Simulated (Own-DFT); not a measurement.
Si$_{3}$N$_{4}$ (beta silicon nitride, atoms displaced) (calculated)

A calculation, not a measurement: plane-wave PBE density functional theory by an unreviewed code, no spin, of a simulated periodic cell, stress positive in tension, free energy of the whole cell less one offset for each atom, forces on such cells passed a denser k mesh, this cell's mesh not checked; offsets are fitted by least squares, one for each functional and potential file, so energies compare only between cells with the same atoms and settings and are not formation energies; the far tail of each file's local potential was reset to the Coulomb form; each entry is a single point on an unrelaxed cell, so the pressure reflects the starting lattice, mostly measured values (interpolated for alloys), from which strain is counted, and rises with the displacements; printed positions are rounded, which can move forces by about a meV/angstrom; the program, named Own-DFT, is a retired in-house code; no spin-orbit coupling. Program: Own-DFT development build.

Common to all runs: functional PBE; potential files PseudoDojo norm-conserving, scalar-relativistic, standard set; wave cutoff 42 hartree; occupations Fermi-Dirac; smearing width 0.1 eV; k mesh 3 x 3 x 3 centred on Gamma.

(1) Si$_{3}$N$_{4}$ (beta silicon nitride, atoms displaced)

```
CELL_PARAMETERS angstrom
7.60600 0.00000 0.00000
-3.80300 6.58700 0.00000
0.00000 0.00000 8.72700
ATOMIC_POSITIONS crystal
Si 0.16701 0.76836 0.07739
Si 0.23108 0.40141 0.08061
Si 0.59289 0.80940 0.08573
Si 0.83431 0.22371 0.25005
Si 0.77231 0.60285 0.24940
Si 0.39732 0.16968 0.24361
N 0.33600 0.02812 0.09117
N 0.96209 0.29944 0.07713
N 0.69106 0.66068 0.07485
N 0.66219 0.96062 0.25060
N 0.02075 0.68764 0.25386
N 0.29790 0.33946 0.25321
N 0.33928 0.66212 0.07881
N 0.67479 0.33153 0.24864
Si 0.18312 0.77579 0.41188
Si 0.22630 0.39754 0.42132
Si 0.59924 0.81486 0.41172
Si 0.82345 0.23439 0.57908
Si 0.77017 0.58930 0.58589
Si 0.40743 0.16956 0.57410
N 0.33263 0.03603 0.41805
N 0.97776 0.31003 0.40513
N 0.70521 0.66895 0.42064
N 0.67250 0.96120 0.57810
N 0.02478 0.68892 0.58557
N 0.28440 0.33261 0.58591
N 0.32907 0.64557 0.42432
N 0.67314 0.34243 0.59515
Si 0.18773 0.78216 0.75147
Si 0.21594 0.39740 0.74930
Si 0.59721 0.84149 0.75412
Si 0.83045 0.23258 0.92066
Si 0.76735 0.59315 0.91011
Si 0.40613 0.17390 0.91303
N 0.33567 0.04683 0.75253
N 0.96660 0.30018 0.76264
N 0.70621 0.66422 0.74632
N 0.66681 0.96993 0.91485
N 0.03520 0.69109 0.92825
N 0.29472 0.32910 0.91258
N 0.32179 0.65509 0.75556
N 0.65977 0.31948 0.92238
```

```
free energy of cell above offsets : -2.599 eV
pressure                          : 8.8 GPa
stress xx                         : -6.54 GPa
stress yy                         : -6.86 GPa
stress zz                         : -13.02 GPa
stress yz                         : -4.54 GPa
stress xz                         : -1.49 GPa
stress xy                         : -0.67 GPa
```

Force:
```tsv
element	x (eV/Å)	y (eV/Å)	z (eV/Å)
Si	3.932	0.029	5.317
Si	-1.18	0.759	0.048
Si	-2.334	2.718	-1.283
Si	-3.048	0.31	-1.777
Si	-0.329	-3.402	-0.177
Si	1.715	3.81	2.142
N	-1.043	-1.362	-3.395
N	3.235	0.614	3.013
N	2.235	-0.541	1.442
N	0.936	0.308	-0.521
N	2.527	2.541	-1.165
N	2.147	-2.327	-1.176
N	-2.551	0.179	0.507
N	-1.981	-0.22	0.416
Si	0.121	-3.344	1.589
Si	0.072	0.393	-1.156
Si	-2.433	-0.486	1.414
Si	1.315	-0.271	0.633
Si	-0.206	1.982	-0.752
Si	-1.14	3.826	3.743
N	-0.115	-1.732	-2.187
N	-1.599	-1.634	3.137
N	0.696	-0.565	-0.962
N	-0.45	2.252	0.376
N	2.446	2.253	-0.293
N	3.741	-2.912	-0.044
N	-0.891	5.639	-0.774
N	-0.757	-3.872	-1.168
Si	-1.196	-2.404	-0.092
Si	1.239	1.279	0.968
Si	0.535	-4.41	-1.867
Si	-3.084	-1.492	-0.731
Si	1.371	-2.014	0.999
Si	-0.484	1.733	3.033
N	0.045	-3.452	-2.845
N	-0.998	-0.716	-3.993
N	-2.571	2.037	0.903
N	0.452	0.196	2.293
N	-3.208	-0.465	-5.614
N	1.272	-1.164	0.755
N	1.271	3.271	-0.324
N	0.294	2.654	-0.434
```

(2) Si$_{3}$N$_{4}$ (beta silicon nitride, atoms displaced)

```
CELL_PARAMETERS angstrom
7.60600 0.00000 0.00000
-3.80300 6.58700 0.00000
0.00000 0.00000 8.72700
ATOMIC_POSITIONS crystal
Si 0.17638 0.77384 0.09562
Si 0.23689 0.40179 0.07956
Si 0.59770 0.82359 0.08622
Si 0.82936 0.23862 0.25035
Si 0.77136 0.59979 0.23724
Si 0.40373 0.17310 0.24997
N 0.32633 0.02856 0.08027
N 0.95721 0.29962 0.08437
N 0.70616 0.68461 0.09656
N 0.66625 0.97239 0.24304
N 0.03224 0.69903 0.23808
N 0.31097 0.32746 0.25634
N 0.34523 0.66906 0.07544
N 0.65474 0.33719 0.25899
Si 0.17637 0.77724 0.41628
Si 0.22115 0.39484 0.41900
Si 0.59789 0.82875 0.41500
Si 0.82190 0.22321 0.57926
Si 0.76917 0.60017 0.58766
Si 0.39661 0.16285 0.57591
N 0.34190 0.04527 0.40697
N 0.97173 0.28962 0.41148
N 0.70123 0.66812 0.42099
N 0.66374 0.94911 0.58390
N 0.02217 0.69733 0.57563
N 0.29934 0.33129 0.58274
N 0.32320 0.67198 0.42394
N 0.67401 0.34012 0.58183
Si 0.16780 0.76246 0.74829
Si 0.23872 0.40506 0.75035
Si 0.59959 0.83889 0.74380
Si 0.82824 0.23981 0.92388
Si 0.78411 0.61650 0.92967
Si 0.39715 0.18240 0.91553
N 0.33539 0.03524 0.75426
N 0.95720 0.28960 0.75207
N 0.68817 0.66945 0.74903
N 0.67660 0.96772 0.93501
N 0.03169 0.68523 0.91822
N 0.29987 0.33448 0.91945
N 0.35033 0.66885 0.74854
N 0.66471 0.33171 0.90823
```

```
free energy of cell above offsets : -1.652 eV
pressure                          : 8.81 GPa
stress xx                         : -8.61 GPa
stress yy                         : -4.03 GPa
stress zz                         : -13.81 GPa
stress yz                         : 3.26 GPa
stress xz                         : 0.29 GPa
stress xy                         : 0.82 GPa
```

Force:
```tsv
element	x (eV/Å)	y (eV/Å)	z (eV/Å)
Si	4.35	-0.116	-6.395
Si	-2.533	1.666	3.483
Si	-2.377	1.111	0.35
Si	-2.684	-1.159	-0.264
Si	1.033	-2.362	6.982
Si	1.332	0.88	-3.273
N	-0.447	1.321	0.526
N	4.152	2.177	1.22
N	1.091	-0.739	-4.25
N	0.127	0.671	2.983
N	-2.217	-0.992	5.432
N	-4.063	1.937	-1.589
N	-2.391	-1.691	1.1
N	3.637	0.65	-1.182
Si	-0.611	-0.418	-0.892
Si	1.934	3.015	-0.718
Si	-0.582	-2.205	-1.495
Si	-0.797	0.48	1.117
Si	-1.121	-1.584	-0.371
Si	1.398	3.596	2.498
N	-0.594	-4.967	2.762
N	-1.795	-0.864	1.165
N	-0.514	1.022	-2.326
N	-0.061	6.215	-3.279
N	1.882	1.593	1.426
N	0.683	-1.299	0.14
N	2.432	-1.285	-0.823
N	-0.707	-2.319	-0.176
Si	2.204	0.275	0.023
Si	-2.347	1.008	-0.572
Si	0.636	-2.348	6.434
Si	-1.786	-2.402	-2.115
Si	-1.72	-3.149	-3.51
Si	3.963	-1.175	0.507
N	-0.851	-1.918	-1.942
N	2.685	1.066	-0.71
N	2.323	-0.014	2.09
N	0.079	2.176	-5.199
N	0.297	1.387	0.721
N	-0.036	-0.483	-1.303
N	-4.272	-0.831	0.046
N	-1.732	2.072	1.378
```

(3) Si$_{3}$N$_{4}$ (beta silicon nitride, atoms displaced)

```
CELL_PARAMETERS angstrom
7.60600 0.00000 0.00000
-3.80300 6.58700 0.00000
0.00000 0.00000 8.72700
ATOMIC_POSITIONS crystal
Si 0.17550 0.76962 0.07838
Si 0.23863 0.40847 0.08845
Si 0.58349 0.82198 0.08245
Si 0.82273 0.22485 0.25629
Si 0.77317 0.60059 0.25305
Si 0.42155 0.17988 0.25066
N 0.33138 0.03290 0.07984
N 0.97046 0.30250 0.08524
N 0.69321 0.67082 0.08694
N 0.66559 0.96621 0.24798
N 0.04646 0.71195 0.25753
N 0.29721 0.32837 0.25410
N 0.34223 0.66774 0.08092
N 0.66604 0.33577 0.25844
Si 0.17133 0.75666 0.43250
Si 0.23423 0.40465 0.41914
Si 0.59665 0.82637 0.42013
Si 0.82446 0.23959 0.58463
Si 0.76728 0.59804 0.58176
Si 0.38624 0.16713 0.58592
N 0.33047 0.02045 0.42415
N 0.97155 0.30695 0.40932
N 0.70300 0.66785 0.41107
N 0.67599 0.98414 0.58253
N 0.04604 0.71000 0.59104
N 0.30488 0.33603 0.58548
N 0.34625 0.66762 0.41767
N 0.66819 0.33686 0.58080
Si 0.17229 0.76519 0.74988
Si 0.23029 0.40334 0.76081
Si 0.59117 0.82094 0.75209
Si 0.82965 0.23592 0.91590
Si 0.75806 0.58983 0.91298
Si 0.41849 0.18278 0.91044
N 0.32513 0.02642 0.74218
N 0.96323 0.30512 0.74477
N 0.68813 0.66106 0.75574
N 0.66799 0.97647 0.90840
N 0.02400 0.68993 0.90830
N 0.28910 0.31445 0.91865
N 0.31688 0.65213 0.74729
N 0.65935 0.32110 0.91598
```

```
free energy of cell above offsets : -4.471 eV
pressure                          : 7.15 GPa
stress xx                         : -7.86 GPa
stress yy                         : -6.61 GPa
stress zz                         : -6.98 GPa
stress yz                         : -0.59 GPa
stress xz                         : -1.32 GPa
stress xy                         : -0.29 GPa
```

Force:
```tsv
element	x (eV/Å)	y (eV/Å)	z (eV/Å)
Si	-0.103	0.065	1.16
Si	-0.948	-1.122	-0.259
Si	2.623	3.033	-0.572
Si	-0.533	0.685	-2.425
Si	2.013	-0.406	-1.884
Si	-3.228	-2.885	0.732
N	0.399	0.061	-0.096
N	0.096	0.054	-0.138
N	1.606	-0.834	-1.088
N	0.077	0.239	0.62
N	-1.801	-1.389	-1.284
N	1.45	-0.668	-0.337
N	-3.613	-1.635	-0.336
N	2.358	1.303	-0.664
Si	2.556	2.051	-4.3
Si	-0.52	0.491	-0.185
Si	0.391	1.292	-0.563
Si	0.256	0.228	-1.609
Si	1.139	-1.002	0.485
Si	2.888	0.995	-2.095
N	-0.199	1.415	-1.357
N	0.755	0.265	2.893
N	-1.115	1.427	2.757
N	0.436	-3.505	0.406
N	-5.222	-2.696	-0.789
N	-1.132	0.052	0.982
N	-2.024	-1.172	0.49
N	-1.827	0.389	0.395
Si	1.159	0.96	1.811
Si	-1.084	-1.226	-2.476
Si	-1.828	1.181	-1.331
Si	0.329	-0.338	0.097
Si	1.613	-0.617	2.632
Si	-3.01	-4.338	0.55
N	0.198	-0.013	3.057
N	2.028	0.534	1.919
N	-0.017	0.454	-2.547
N	0.183	-1.534	1.861
N	-0.624	0.191	2.186
N	-0.022	0.969	0.583
N	2.331	2.772	0.58
N	1.969	4.274	0.14
```
